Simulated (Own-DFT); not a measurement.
# Point defects and the pressure they add: C40 NbSi2

No measurement is shown. These are fixed-geometry runs of a retired plane-wave code named Own-DFT, which no person has reviewed; spin and spin-orbit coupling are neglected.

Common settings: PBE; PseudoDojo norm-conserving scalar-relativistic files; cutoff 42 hartree; 4 x 4 x 5 k mesh centred on Gamma; cold (Marzari-Vanderbilt) smearing of 0.2 eV.

Keep in mind: forces on such cells failed a check on a denser k mesh; stress not checked against mesh or cutoff.

All runs share one cell, with vectors in Å (0.000, 8.324, 0.000); (-9.613, 0.000, 0.000); (0.000, 0.000, 6.586) and a volume of 527.0 Å³. u is the rms random offset of the atoms per axis. The defect's site can differ from row to row.

```
cell,formula,u (Å),P (GPa)
no defect,Nb12Si24,0.0195,1.50
no defect,Nb12Si24,0.0479,2.46
no defect,Nb12Si24,0.0543,2.76
two Nb on a Si site each,Nb14Si22,0.0288,7.54
two Nb on a Si site each,Nb14Si22,0.0511,8.53
two Nb on a Si site each,Nb14Si22,0.0533,9.04
two Si on a Nb site each,Nb10Si26,0.0327,1.89
two Si on a Nb site each,Nb10Si26,0.0471,2.31
two Si on a Nb site each,Nb10Si26,0.0529,2.49
one Si vacancy,Nb12Si23,0.0286,0.95
one Si vacancy,Nb12Si23,0.0431,1.60
one Si vacancy,Nb12Si23,0.0514,2.14
two Nb vacancies,Nb10Si24,0.0276,?
two Nb vacancies,Nb10Si24,0.0289,-0.21
two Nb vacancies,Nb10Si24,0.0451,0.23
two Nb vacancies,Nb10Si24,0.0526,0.72
```

## Working it out

P = P0 + c u² + a shift for each defect gives P0 = 1.24 GPa, c = 532 ± 46 GPa/Å² and a scatter of 0.15 GPa. The shifts, and each times the cell's volume:

- two Nb on a Si site each: 6.01 ± 0.13 GPa, 19.8 eV (9.9 eV for each of its 2 sites)
- two Si on a Nb site each: -0.09 ± 0.13 GPa, -0.3 eV (-0.2 eV for each of its 2 sites) (not resolved)
- one Si vacancy: -0.62 ± 0.13 GPa, -2.0 eV
- two Nb vacancies: -2.00 ± 0.13 GPa, -6.6 eV (-3.3 eV for each of its 2 sites)

Against the defect-free cell, a freed cell would be larger where the shift is positive and smaller where it is negative (160.2 GPa Å³ is 1 eV). The atoms around the defects weren't relaxed, which would change these numbers.

## Check

Q: what pressure belongs in the blank (two Nb vacancies, u = 0.0276 Å)?

The fit gives -0.35 ± 0.19 GPa. The hidden result is -0.11 GPa.
